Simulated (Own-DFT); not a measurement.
Simulation results for AlGa₃N₄ (wurtzite random alloy, atoms displaced)

A calculation, not a measurement: plane-wave density functional theory by an unreviewed code, no spin, of a simulated periodic cell, stress positive in tension, run twice, with PBE and with PBEsol, both on files made for PBE, so the change isn't that of files made for PBEsol, forces on such cells passed a denser k mesh, this cell's mesh not checked; the far tail of each file's local potential was reset to the Coulomb form; each entry is a single point on an unrelaxed cell, so the pressure reflects the starting lattice, mostly measured values (interpolated for alloys), from which strain is counted, and rises with the displacements; printed positions are rounded, which can move forces by about a meV/angstrom; the program, named Own-DFT, is a retired in-house code; no spin-orbit coupling; stress was not checked against mesh or cutoff. Program: Own-DFT development build.

```json
{"formula": "AlGa3N4", "kind": "wurtzite random alloy, atoms displaced", "structure": {"cell_angstrom": [[9.5092, 0.0, 0.0], [-4.7546, 8.2353, 0.0], [0.0, 0.0, 10.2685]], "atoms_fractional": [["Ga", 0.11264, 0.22225, 0.99899], ["Ga", 0.2202, 0.10971, 0.25294], ["N", 0.11063, 0.21846, 0.19183], ["N", 0.22176, 0.11137, 0.44111], ["Ga", 0.11729, 0.22142, 0.50047], ["Ga", 0.22212, 0.11606, 0.75048], ["N", 0.10548, 0.22136, 0.69019], ["N", 0.22127, 0.1068, 0.93471], ["Ga", 0.11834, 0.55813, 0.99445], ["Ga", 0.22235, 0.44895, 0.24637], ["N", 0.11697, 0.55836, 0.19109], ["N", 0.22619, 0.44725, 0.43881], ["Ga", 0.11045, 0.55044, 0.50237], ["Al", 0.22024, 0.44931, 0.75428], ["N", 0.11147, 0.55892, 0.6905], ["N", 0.21855, 0.44357, 0.94193], ["Ga", 0.11005, 0.88406, 0.00303], ["Ga", 0.22446, 0.78499, 0.25044], ["N", 0.11331, 0.88897, 0.19238], ["N", 0.22142, 0.78178, 0.4378], ["Ga", 0.11068, 0.88914, 0.50363], ["Ga", 0.22413, 0.7844, 0.75165], ["N", 0.10941, 0.89193, 0.68729], ["N", 0.22037, 0.78068, 0.93439], ["Ga", 0.44422, 0.22156, 0.00081], ["Al", 0.5584, 0.10773, 0.24565], ["N", 0.43912, 0.22145, 0.18882], ["N", 0.5609, 0.11362, 0.43926], ["Ga", 0.43956, 0.22302, 0.50169], ["Ga", 0.55619, 0.1113, 0.74822], ["N", 0.4413, 0.22486, 0.69068], ["N", 0.55973, 0.11009, 0.93396], ["Ga", 0.44263, 0.56396, 0.00184], ["Al", 0.55385, 0.44004, 0.25137], ["N", 0.44333, 0.55192, 0.19032], ["N", 0.55443, 0.44276, 0.43591], ["Ga", 0.44589, 0.55625, 0.49928], ["Al", 0.55731, 0.44463, 0.74838], ["N", 0.4458, 0.5504, 0.68803], ["N", 0.55701, 0.44547, 0.93945], ["Al", 0.44402, 0.88502, 0.00228], ["Ga", 0.551, 0.77337, 0.25104], ["N", 0.44699, 0.88552, 0.18907], ["N", 0.55265, 0.77439, 0.43917], ["Ga", 0.44863, 0.89556, 0.50168], ["Ga", 0.55313, 0.77225, 0.75383], ["N", 0.44719, 0.88927, 0.68352], ["N", 0.55148, 0.77399, 0.93941], ["Al", 0.77571, 0.22604, 0.00082], ["Ga", 0.88069, 0.10762, 0.25214], ["N", 0.77842, 0.22264, 0.18942], ["N", 0.88556, 0.11037, 0.43675], ["Ga", 0.78327, 0.22489, 0.50617], ["Ga", 0.88619, 0.1099, 0.74939], ["N", 0.77658, 0.22238, 0.68631], ["N", 0.88569, 0.11357, 0.93485], ["Ga", 0.77597, 0.55632, 0.0048], ["Al", 0.89167, 0.45165, 0.246], ["N", 0.77884, 0.5538, 0.19043], ["N", 0.89471, 0.45066, 0.43698], ["Ga", 0.781, 0.55658, 0.50072], ["Ga", 0.89494, 0.44887, 0.75218], ["N", 0.7788, 0.55852, 0.68722], ["N", 0.88898, 0.44142, 0.94431], ["Ga", 0.77451, 0.88653, 0.00036], ["Ga", 0.88873, 0.77841, 0.24775], ["N", 0.77995, 0.88593, 0.19348], ["N", 0.88721, 0.77494, 0.44164], ["Al", 0.78362, 0.89988, 0.50092], ["Al", 0.89327, 0.77794, 0.75099], ["N", 0.77194, 0.88546, 0.69309], ["N", 0.88497, 0.77932, 0.936]]}, "settings": {"functional": "PBE, then PBEsol", "potential_files": "PseudoDojo norm-conserving, scalar-relativistic, standard set", "wave_cutoff [hartree]": 42.0, "occupations": "Fermi-Dirac", "smearing_width [eV]": 0.1, "k_mesh": "4 x 4 x 3 centred on Gamma"}, "results": {"PBE_pressure [GPa]": 6.09, "PBE_stress_xx [GPa]": -5.63, "PBE_stress_yy [GPa]": -5.22, "PBE_stress_zz [GPa]": -7.43, "PBE_stress_yz [GPa]": 0.46, "PBE_stress_xz [GPa]": 0.06, "PBE_stress_xy [GPa]": 0.62, "PBEsol_pressure [GPa]": 1.21, "PBEsol_stress_xx [GPa]": -0.74, "PBEsol_stress_yy [GPa]": -0.37, "PBEsol_stress_zz [GPa]": -2.52, "PBEsol_stress_yz [GPa]": 0.44, "PBEsol_stress_xz [GPa]": 0.05, "PBEsol_stress_xy [GPa]": 0.58, "force_element": ["Ga", "Ga", "N", "N", "Ga", "Ga", "N", "N", "Ga", "Ga", "N", "N", "Ga", "Al", "N", "N", "Ga", "Ga", "N", "N", "Ga", "Ga", "N", "N", "Ga", "Al", "N", "N", "Ga", "Ga", "N", "N", "Ga", "Al", "N", "N", "Ga", "Al", "N", "N", "Al", "Ga", "N", "N", "Ga", "Ga", "N", "N", "Al", "Ga", "N", "N", "Ga", "Ga", "N", "N", "Ga", "Al", "N", "N", "Ga", "Ga", "N", "N", "Ga", "Ga", "N", "N", "Al", "Al", "N", "N"], "PBE_force_x [eV/angstrom]": [-0.367, -0.039, -0.76, 0.218, -1.415, -0.146, 0.353, -0.12, -1.537, 0.513, -1.779, -0.238, 0.089, 0.81, 1.186, 1.034, -0.888, 0.676, -0.634, 0.619, -0.078, 0.177, -0.282, 1.607, -0.028, -0.673, 1.757, -0.567, 1.311, -0.34, 0.721, -0.022, 1.096, -0.097, 0.971, 0.283, 0.187, 0.127, -0.946, -0.597, -0.304, 0.849, -0.573, 0.958, -0.146, -0.17, -0.315, -0.897, 0.775, 1.035, -1.085, 0.825, -0.652, -0.211, 0.167, -0.363, 0.192, 0.905, -0.623, -0.178, -0.397, -1.097, -0.243, -0.172, 0.116, 0.505, -1.137, -0.96, -0.252, -1.041, 1.43, 0.872], "PBE_force_y [eV/angstrom]": [-0.875, 0.247, 0.348, -0.497, 0.655, -0.427, 1.526, 0.229, 0.067, -1.162, 0.246, -0.672, 1.194, -0.675, -0.154, 0.078, 0.722, -1.048, 0.094, -0.336, -0.39, 0.116, -0.336, 0.107, -0.024, 0.59, 0.005, 0.414, 0.012, 0.026, 0.571, -0.661, -2.04, 0.261, -0.118, 0.125, 0.018, 0.125, -0.534, 0.062, 0.811, -0.134, 1.338, 1.376, -0.868, 0.17, -0.227, 1.407, -0.757, 0.494, 0.781, -0.073, 0.459, -0.316, 0.616, 0.139, -0.022, -0.791, -0.498, -0.854, -0.324, -0.594, -0.012, 0.26, 0.951, -0.435, 0.13, 1.46, -2.069, 0.094, -0.022, -0.377], "PBE_force_z [eV/angstrom]": [0.487, -0.1, -0.465, -0.273, -0.028, -0.257, 0.122, 1.058, 1.369, 0.874, -0.834, -0.086, -0.61, -0.841, 0.543, -1.553, -0.262, 0.637, -0.813, 0.539, -0.786, -1.315, 1.118, 1.341, -0.465, 0.899, 0.601, -1.204, -0.219, -0.295, 0.055, 1.707, 0.273, -0.267, -0.075, -0.387, 0.108, 0.448, 1.113, -0.855, -0.583, 0.6, -1.143, 0.345, -1.136, -1.115, 1.652, 0.46, -0.096, -0.535, -0.71, 1.023, -1.735, 0.053, 1.209, 1.444, -0.89, 0.702, 0.608, -0.883, -0.31, 0.132, 1.277, -0.278, 0.12, 1.248, -1.03, -0.24, 0.232, -0.487, -1.153, -0.084], "PBEsol_force_x [eV/angstrom]": [-0.358, -0.043, -0.738, 0.21, -1.378, -0.131, 0.35, -0.119, -1.501, 0.507, -1.605, -0.232, 0.071, 0.807, 1.022, 1.003, -0.868, 0.665, -0.616, 0.602, -0.059, 0.16, -0.135, 1.454, -0.047, -0.681, 1.609, -0.553, 1.276, -0.332, 0.691, -0.147, 1.071, -0.103, 0.81, 0.268, 0.172, 0.144, -0.95, -0.574, -0.319, 0.809, -0.555, 0.833, -0.147, -0.153, -0.313, -0.745, 0.775, 1.019, -0.927, 0.797, -0.642, -0.205, 0.171, -0.234, 0.183, 0.923, -0.642, -0.17, -0.367, -1.069, -0.112, -0.161, 0.132, 0.496, -1.112, -0.822, -0.258, -1.03, 1.279, 0.845], "PBEsol_force_y [eV/angstrom]": [-0.853, 0.242, 0.34, -0.478, 0.64, -0.434, 1.356, 0.236, 0.062, -1.115, 0.306, -0.657, 1.171, -0.666, -0.085, 0.086, 0.707, -1.034, 0.09, -0.317, -0.383, 0.11, -0.245, 0.035, -0.02, 0.571, -0.088, 0.393, 0.006, 0.02, 0.399, -0.593, -1.988, 0.274, -0.032, 0.12, 0.024, 0.124, -0.377, 0.056, 0.795, -0.142, 1.159, 1.277, -0.852, 0.18, -0.215, 1.286, -0.76, 0.49, 0.7, 0.102, 0.445, -0.314, 0.595, 0.067, -0.009, -0.788, -0.33, -0.831, -0.311, -0.569, -0.083, 0.429, 0.914, -0.423, 0.13, 1.357, -2.067, 0.096, 0.042, -0.371], "PBEsol_force_z [eV/angstrom]": [0.48, -0.105, -0.459, -0.267, -0.029, -0.253, 0.071, 1.031, 1.344, 0.852, -0.858, -0.08, -0.593, -0.84, 0.48, -1.369, -0.262, 0.632, -0.798, 0.524, -0.763, -1.285, 1.028, 1.26, -0.455, 0.902, 0.491, -1.035, -0.199, -0.288, -0.005, 1.562, 0.283, -0.288, -0.125, -0.21, 0.105, 0.443, 0.989, -0.695, -0.584, 0.592, -1.009, 0.289, -1.097, -1.093, 1.615, 0.396, -0.093, -0.513, -0.642, 0.933, -1.685, 0.063, 1.173, 1.354, -0.861, 0.696, 0.483, -0.71, -0.288, 0.113, 1.142, -0.339, 0.109, 1.216, -1.012, -0.278, 0.24, -0.485, -1.034, 0.094], "rms_change_of_force_components_from_PBE_to_PBEsol [eV/angstrom]": 0.068}}
```
